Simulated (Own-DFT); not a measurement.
Simulation results for Si₁₂O₂₃ (quartz with two neutral oxygen vacancies, atoms displaced)

All values are calculated (Own-DFT development build). A calculation, not a measurement: plane-wave PBE and HSE06 DFT by an unreviewed code, no spin, of a simulated cell at Gamma alone, so results move with cell size and shape, stress positive in tension, energies less offsets, not probed for a lower state with spin; oxygen file: force components 24 meV/angstrom off all-electron in a glass; k mesh not checked against a denser one; forces and stress are PBE's, HSE06 gives the energy alone, and its difference from PBE has offsets of its own; offsets are fitted by least squares, one for each functional and potential file, so energies compare only between cells with the same atoms and settings and are not formation energies; the far tail of each file's local potential was reset to the Coulomb form; each entry is a single point on an unrelaxed cell, so the pressure reflects the starting lattice, mostly measured values (interpolated for alloys), from which strain is counted, and rises with the displacements; printed positions are rounded, which can move forces by about a meV/angstrom; the program, named Own-DFT, is a retired in-house code; no spin-orbit coupling.

```json
{"formula": "Si12O23", "kind": "quartz with two neutral oxygen vacancies, atoms displaced", "structure": {"cell_angstrom": [[9.8268, 0.0, 0.0], [-4.9134, 8.5103, 0.0], [0.0, 0.0, 10.8104]], "atoms_fractional": [["Si", 0.23963, 0.00114, 0.00203], ["Si", 0.0001, 0.23721, 0.33104], ["Si", 0.26898, 0.26267, 0.16382], ["O", 0.20698, 0.13739, 0.05679], ["O", 0.42483, 0.29115, 0.22741], ["O", 0.36763, 0.07308, 0.39322], ["O", 0.07754, 0.36704, 0.44717], ["O", 0.13087, 0.20769, 0.2771], ["O", 0.29426, 0.42661, 0.10499], ["Si", 0.23183, 0.99986, 0.50224], ["Si", 0.00333, 0.23859, 0.83298], ["Si", 0.26719, 0.26575, 0.66489], ["O", 0.20858, 0.13809, 0.55666], ["O", 0.42637, 0.29, 0.72699], ["O", 0.37002, 0.07798, 0.89607], ["O", 0.13287, 0.20635, 0.76935], ["O", 0.28955, 0.42747, 0.6076], ["Si", 0.24111, 0.49981, 0.00011], ["Si", 0.9947, 0.73098, 0.33155], ["Si", 0.26623, 0.77078, 0.17127], ["O", 0.20424, 0.63698, 0.06317], ["O", 0.42791, 0.79733, 0.22596], ["O", 0.36379, 0.5726, 0.39442], ["O", 0.07089, 0.86367, 0.43632], ["O", 0.12594, 0.70001, 0.27236], ["O", 0.2909, 0.91974, 0.10565], ["Si", 0.23412, 0.49989, 0.50135], ["Si", 0.00311, 0.73977, 0.83669], ["Si", 0.26611, 0.76807, 0.66404], ["O", 0.20058, 0.62541, 0.55966], ["O", 0.43068, 0.79931, 0.72886], ["O", 0.36527, 0.57162, 0.89217], ["O", 0.07872, 0.87392, 0.93658], ["O", 0.13965, 0.70879, 0.77736], ["O", 0.29634, 0.92275, 0.60508], ["Si", 0.72603, 0.98975, 0.00145], ["Si", 0.50066, 0.23613, 0.33238], ["Si", 0.76368, 0.26597, 0.16885], ["O", 0.70301, 0.1288, 0.06064], ["O", 0.92957, 0.29582, 0.23305], ["O", 0.86934, 0.07485, 0.39226], ["O", 0.56882, 0.35941, 0.44049], ["O", 0.63226, 0.20841, 0.27687], ["O", 0.78791, 0.42273, 0.11212], ["Si", 0.7349, 0.00221, 0.50405], ["Si", 0.50214, 0.23873, 0.83627], ["Si", 0.7665, 0.26661, 0.66677], ["O", 0.70303, 0.12904, 0.55954], ["O", 0.92645, 0.28822, 0.7282], ["O", 0.57538, 0.36994, 0.93775], ["O", 0.63339, 0.2068, 0.77541], ["O", 0.79464, 0.42867, 0.60625], ["Si", 0.73476, 0.49985, 0.00194], ["Si", 0.49792, 0.73883, 0.33385], ["Si", 0.76144, 0.76521, 0.16483], ["O", 0.70492, 0.63168, 0.06053], ["O", 0.93211, 0.79552, 0.23258], ["O", 0.87165, 0.58048, 0.39813], ["O", 0.57382, 0.87073, 0.44223], ["O", 0.64084, 0.7097, 0.27505], ["O", 0.79287, 0.92582, 0.10684], ["Si", 0.731, 0.49694, 0.50479], ["Si", 0.50408, 0.73961, 0.83472], ["Si", 0.76881, 0.76682, 0.66673], ["O", 0.70521, 0.63655, 0.5606], ["O", 0.92574, 0.79745, 0.72281], ["O", 0.8732, 0.58072, 0.88721], ["O", 0.56873, 0.86842, 0.94034], ["O", 0.63311, 0.71074, 0.77616], ["O", 0.79549, 0.92781, 0.60388]]}, "settings": {"first_functional": "PBE", "second_functional": "HSE06", "exact_exchange_share": 0.25, "screening [1/bohr]": 0.11, "exchange_divergence": "Gygi-Baldereschi", "potential_files": "PseudoDojo norm-conserving, scalar-relativistic, made for PBE, standard set", "wave_cutoff [hartree]": 48.0, "occupations": "fixed", "k_mesh": "1 x 1 x 1 centred on Gamma"}, "results": {"PBE_energy_of_cell_above_offsets [eV]": "-20.574", "HSE06_less_PBE_above_offsets [eV]": "-0.015", "PBE_pressure [GPa]": 7.97, "PBE_stress_xx [GPa]": -7.57, "PBE_stress_yy [GPa]": -8.57, "PBE_stress_zz [GPa]": -7.77, "PBE_stress_yz [GPa]": 0.77, "PBE_stress_xz [GPa]": -2.42, "PBE_stress_xy [GPa]": 2.25, "force_element": ["Si", "Si", "Si", "O", "O", "O", "O", "O", "O", "Si", "Si", "Si", "O", "O", "O", "O", "O", "Si", "Si", "Si", "O", "O", "O", "O", "O", "O", "Si", "Si", "Si", "O", "O", "O", "O", "O", "O", "Si", "Si", "Si", "O", "O", "O", "O", "O", "O", "Si", "Si", "Si", "O", "O", "O", "O", "O", "Si", "Si", "Si", "O", "O", "O", "O", "O", "O", "Si", "Si", "Si", "O", "O", "O", "O", "O", "O"], "force_x [eV/angstrom]": [-0.903, 1.22, -3.312, 0.534, 0.765, -0.404, -1.811, 3.216, 1.643, 0.573, 0.674, -0.681, -0.029, 0.047, 0.332, 0.519, 1.557, -4.591, 2.446, -0.173, 1.221, 0.799, 1.071, 0.685, 1.184, -0.961, 0.885, 1.171, 1.609, -1.351, -0.55, 1.669, -0.443, -0.883, -1.566, 2.273, -0.966, 1.846, -0.557, -3.541, -0.954, 0.413, 1.706, -0.723, 1.786, 0.253, -0.076, -1.578, -1.808, -0.066, 0.568, 0.931, 1.59, 1.716, 3.192, -0.197, -4.432, -1.795, -0.564, -2.66, 0.335, -0.644, -2.133, -2.882, 0.052, 3.469, -2.192, -1.485, 2.268, 0.692], "force_y [eV/angstrom]": [0.387, -0.164, 0.814, -1.508, 0.646, -0.551, -2.557, 0.157, -0.816, -0.902, -0.448, 0.859, -0.612, 0.471, -0.462, -0.698, -0.363, -0.496, 0.849, -4.021, -1.273, 0.477, 1.212, 1.77, 0.131, 3.378, -0.012, 1.347, -3.478, 2.799, 0.0, 1.569, 0.685, 0.261, 3.021, 4.553, -1.608, -2.41, 0.961, 1.217, -0.826, 2.287, -0.358, 2.13, -0.523, -1.182, -1.079, 2.643, 0.944, 1.212, 0.175, -0.667, 0.609, -0.826, 0.08, 0.065, 0.963, -3.597, -0.867, -0.439, 0.361, 1.488, -1.777, 0.167, -1.406, 0.178, -3.591, -0.895, -0.092, -0.367], "force_z [eV/angstrom]": [-0.344, 4.259, 1.965, -0.832, -0.463, 0.315, -2.075, -2.346, 1.907, -1.857, 4.864, 0.218, -0.264, -0.357, 0.105, 0.119, 1.23, -1.198, 1.625, 0.354, -0.844, 0.206, -1.273, 1.781, -0.117, -0.851, -0.234, -3.408, 1.579, 1.685, -0.747, -1.338, 1.053, -0.087, -1.491, -1.537, 0.849, 0.588, 1.099, -3.313, 0.932, 1.806, -0.877, -1.456, -2.872, -1.622, 0.198, 1.661, -2.08, 1.359, -0.361, 1.31, -1.305, 0.872, 1.676, -0.324, -4.487, 1.801, -0.607, 1.521, 0.317, -2.547, -0.749, -0.181, -0.667, 2.152, 3.003, 0.451, -0.988, 1.234]}}
```
